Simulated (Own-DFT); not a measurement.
# How strain changes the stress of wurtzite GaN, 96 atoms (Ga48N48)

Everything here is calculated. The program is Own-DFT (plane waves, in-house, since retired, never reviewed by a person); positions were held fixed, and spin and spin-orbit coupling were off.

Method: PBE; PseudoDojo norm-conserving scalar-relativistic files (stringent for Ga); cutoff 96 hartree; 3 x 4 x 3 k mesh centred on Gamma; Gaussian smearing of 0.01 eV.

Caveats: forces on such cells passed a denser k mesh, each cell not checked; stress not checked against mesh or cutoff.

Unstrained cell vectors in Å: (12.756, 0.000, 0.000); (-4.784, 8.285, 0.000); (0.000, 0.000, 10.370). The unstrained cell has measured lattice constants (interpolated for alloys), not those of this functional. That, the random moves and any unrelaxed bonds set the pressure at no strain. In each run the cell takes a homogeneous strain; fractional positions stay. Each atom got a random Gaussian move of width 0.05 Å along each axis. Stress is counted positive in tension, P = -(s_xx + s_yy + s_zz)/3, and strain components are those of the symmetric tensor.

```
run  e_xx (%)  e_yy (%)  e_zz (%)  e_yz (%)  e_xz (%)  e_xy (%)  s_xx (GPa)  s_yy (GPa)  s_zz (GPa)  s_yz (GPa)  s_xz (GPa)  s_xy (GPa)  P (GPa)  E (meV/atom)
  1     -0.15     -0.53      1.59      1.66     -1.18     -0.72       -6.32       -9.24       -1.44        2.90       -2.96       -2.00     5.67          14.2
  2     -0.73     -0.19      1.85      1.43      1.94     -0.85       -8.44       -8.84        0.38        3.19        3.46       -3.22     5.63          12.8
  3     -0.54      1.98      1.35      0.47      1.57     -0.67       -6.59        0.43       -0.20        1.27        2.77       -2.20     2.12           9.6
  4      0.76      0.17      1.09     -1.05      0.95     -1.48       -2.03       -6.55       -1.08       -2.03        1.94       -3.61     3.22           9.0
  5     -1.61     -1.45      1.62      0.63     -0.20      0.17      -13.94      -14.62       -2.06        2.41       -1.15        0.78    10.21          19.0
  6     -1.14      0.81     -1.33     -1.03     -1.10      0.41      -12.15       -5.09      -15.00       -1.73       -2.20        1.36    10.75          30.7
  7     -1.48     -1.64     -0.77      0.19      0.30      0.28      -17.11      -17.68      -12.91        1.44        0.59       -0.32    15.90          54.6
  8      1.76     -0.15      1.13      0.06      1.79      0.99        0.46       -4.77       -2.13        0.58        2.85        3.35     2.15          12.5
  9      1.19     -0.91     -1.11      0.67     -0.20      0.56       -4.26       -8.91      -14.71        1.64       -0.59        2.02     9.29          30.7
 10     -0.82     -0.20      0.42     -1.94     -1.00     -1.61      -10.98       -8.84       -7.15       -4.47       -2.84       -5.61     8.99          39.9
 11      0.28     -1.36      0.18     -1.26      0.44      0.24       -7.45      -11.58       -8.15       -2.08        2.05        1.67     9.06          18.7
 12      0.46      0.96      1.61      0.05      1.90      0.79       -3.62       -1.61        1.05       -0.44        3.47        2.05     1.39           0.0
 13      0.38      1.54      0.81      0.21      1.96     -1.59       -3.42        0.36       -2.64        0.22        4.10       -3.32     1.90           2.5
 14      0.92     -1.57      0.71      0.38     -1.03     -1.72       -3.82      -13.65       -4.22        1.25       -1.97       -5.60     7.23          15.4
 15      1.53     -0.26     -1.55      0.73     -0.55      0.04       -3.03       -8.74      -12.28        2.50       -1.88        0.82     8.02          24.5
 16      1.16      0.86      1.81      0.58      1.34     -0.60       -2.14       -1.42        1.59        1.20        2.66       -2.09     0.66          17.9
 17      0.57      1.34      0.63     -0.93     -0.63      1.04       -4.36       -0.23       -3.34       -2.02       -1.70        3.03     2.64           7.2
 18      1.59     -1.43      0.74      0.82     -1.92      1.48           ?           ?           ?           ?           ?           ?        ?             ?
```

E is the free energy for each atom above the lowest run shown.

## Working it out

Least squares on the runs shown: each stress against a constant and the strains, taken as fractions with shears doubled. Shear strains stay in the fit of a normal stress only where such slopes are resolved. The slopes, in GPa:

| stress | at no strain | per e_xx | per e_yy | per e_zz | scatter |
|---|---|---|---|---|---|
| s_xx | -7.6 | 410 ± 21 | 84 ± 20 | 96 ± 20 | 0.86 |
| s_yy | -7.4 | 124 ± 23 | 436 ± 21 | 38 ± 21 | 0.94 |
| s_zz | -7.8 | 69 ± 23 | 70 ± 22 | 468 ± 22 | 0.95 |

The slope of each shear stress on twice its own strain, from a fit on all six strains: yz 107 ± 6, xz 109 ± 7, xy 146 ± 10 GPa. These are stiffnesses along x, y and z of the frame in which the cell vectors are given, with the crystal's c axis along z: C11, C12, C13 and C33. Hexagonal symmetry asks that xx and yy behave alike, which is a second check on the noise. The atoms are held to the strained lattice; where symmetry lets them move under strain, relaxing them would lower some slopes. The table should be nearly symmetric about its diagonal, and what it lacks of that shows the noise. A ninth of the table's sum, 199 ± 4 GPa, estimates the bulk modulus near the mean pressure of these runs, 6.2 GPa, so it lies above the value at zero pressure.

## The run left out

Question: what normal stresses and pressure should run 18 give?

From the fit: s_xx = -1.6, s_yy = -11.3, s_zz = -4.2 and P = 5.7 GPa. The run itself gave -2.65, -10.07, -4.73 and P = 5.82 GPa.
